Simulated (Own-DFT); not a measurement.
# Composition and what it changes: diamond-structure SiGe

These are calculations, not measurements. They come from Own-DFT, an in-house plane-wave density functional program, since retired, whose code no person has reviewed. Each row is one single-point run on a periodic cell that was not relaxed, without spin or spin-orbit coupling.

Settings of every run: PBE; PseudoDojo norm-conserving scalar-relativistic files; cutoff 42 hartree; 5 x 5 x 5 k mesh centred on Gamma; Fermi-Dirac smearing of 0.1 eV.

Known limits, some of them of some rows only: forces on such cells failed a check on a denser k mesh; forces on such cells moved up to 12 meV/angstrom on a denser k mesh; forces on such cells passed a denser k mesh, each cell not checked; stress not checked against mesh or cutoff.

Each cell has 16 atoms, with Ge and Si placed at random on their shared sites; x is the share of Ge. Lattice constants follow the straight line between measured values of the end members, and atoms start on the ideal sites of that lattice. Every atom was also moved at random, by a Gaussian of width 0.03 Å on each axis. u is the rms move along one axis. dE is the free energy for each Ge or Si site above the straight-line part, a + b x, of the fit below.

```
x,cell,u (Å),volume (Å³/atom),P (GPa),dE (meV/site)
0.125,Ge2Si14,0.0298,20.340,2.21,12.7
0.125,Ge2Si14,0.0247,20.340,2.15,8.1
0.125,Ge2Si14,0.0299,20.340,2.18,14.6
0.125,Ge2Si14,0.0318,20.340,2.24,18.7
0.250,Ge4Si12,0.0294,20.659,2.34,20.1
0.250,Ge4Si12,0.0308,20.659,2.47,29.3
0.250,Ge4Si12,0.0277,20.659,2.27,13.9
0.250,Ge4Si12,0.0325,20.659,2.48,32.9
0.500,Ge8Si8,0.0309,21.306,?,?
0.750,Ge12Si4,0.0282,21.966,3.37,25.9
0.750,Ge12Si4,0.0287,21.966,3.30,21.2
0.750,Ge12Si4,0.0308,21.966,3.30,21.1
0.750,Ge12Si4,0.0268,21.966,3.37,25.1
0.875,Ge14Si2,0.0259,22.302,3.54,6.7
0.875,Ge14Si2,0.0319,22.302,3.70,18.9
0.875,Ge14Si2,0.0350,22.302,3.73,23.2
0.875,Ge14Si2,0.0310,22.302,3.61,14.0
```

## Worked fit

Fit E = a + b x + W x (1 - x) + k (u² - 0.03²) to the rows shown. It gives W = 131 ± 25 meV/site and k = 28 ± 6 eV/Å², with a scatter of 3.8 meV/site. Part of W is bond strain that relaxing the atoms would remove. The pressures follow P = 2.05 + 1.16 x + 0.76 x² GPa, with a scatter of 0.07.

## Withheld member

Question: what pressure and dE should the cell at x = 0.500 give?

The fits give 2.8 GPa and 34 meV/site. The calculation gave 2.85 GPa and 30.7 meV/site.
